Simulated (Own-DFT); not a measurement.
# Cleaving wurtzite AlN, m plane (10-10)

No measurement is shown. These are fixed-geometry runs of a retired plane-wave code named Own-DFT, which no person has reviewed; spin and spin-orbit coupling are neglected.

Limits (not all hold for every row): some atoms lie very close together; forces not confirmed at this smearing and k mesh; k mesh not checked against a denser one.

Both sets of runs: PBE; PseudoDojo norm-conserving scalar-relativistic files; cutoff 42 hartree; Gaussian smearing of 0.01 eV. The slab has 128 atoms in 16 layers, two equal faces of 62.02 Å² as cut, 15 Å of vacuum, a dipole correction along the normal and a 6 x 3 x 1 mesh. The bulk cell has 128 atoms, the same measured lattice constants and a 3 x 3 x 3 mesh. All atoms were moved at random; u is the rms move along one axis. Energies are counted from -174.06 eV for each atom.

| slab run | u (Å) | E (eV, cell) |
|---|---|---|
| 1 | 0.0191 | 19.982 |
| 2 | 0.0194 | 20.306 |
| 3 | 0.0194 | 20.379 |
| 4 | 0.0197 | 20.505 |
| 5 | 0.0198 | 20.495 |
| 6 | 0.0200 | 20.210 |
| 7 | 0.0203 | 20.565 |
| 8 | 0.0489 | 28.368 |
| 9 | 0.0964 | 58.145 |
| 10 | 0.0975 | 58.559 |
| 11 | 0.0980 | 60.187 |
| 12 | 0.1030 | 64.216 |

| bulk run | u (Å) | E (meV/atom) |
|---|---|---|
| 1 | 0.0194 | -2.74 |
| 2 | 0.0195 | -2.49 |
| 3 | 0.0195 | -2.81 |
| 4 | 0.0198 | -1.31 |
| 5 | 0.0207 | -0.94 |
| 6 | 0.0207 | -2.19 |
| 7 | 0.0977 | 300.24 |
| 8 | 0.0989 | 320.42 |
| 9 | 0.0996 | 326.80 |
| 10 | 0.1013 | 308.03 |

Asked: what is the energy of the unrelaxed surface?

## Solution

Take each set to u = 0 with E = a + b u². Residuals are scaled by 1/(u² + 0.0006 Å²) to tame the large moves. Slab: a = 18.70 ± 0.06 eV. Bulk: a = -15.3 ± 0.5 meV/atom. The excess is 18.70 - 128 x (-0.0153) = 20.67 ± 0.09 eV. Over two faces that is 167 meV/Å², or 2.67 ± 0.01 J/m². Relaxing the faces would lower the energy, and the unlike meshes and the reach from the smallest u down to zero add errors that aren't counted here.
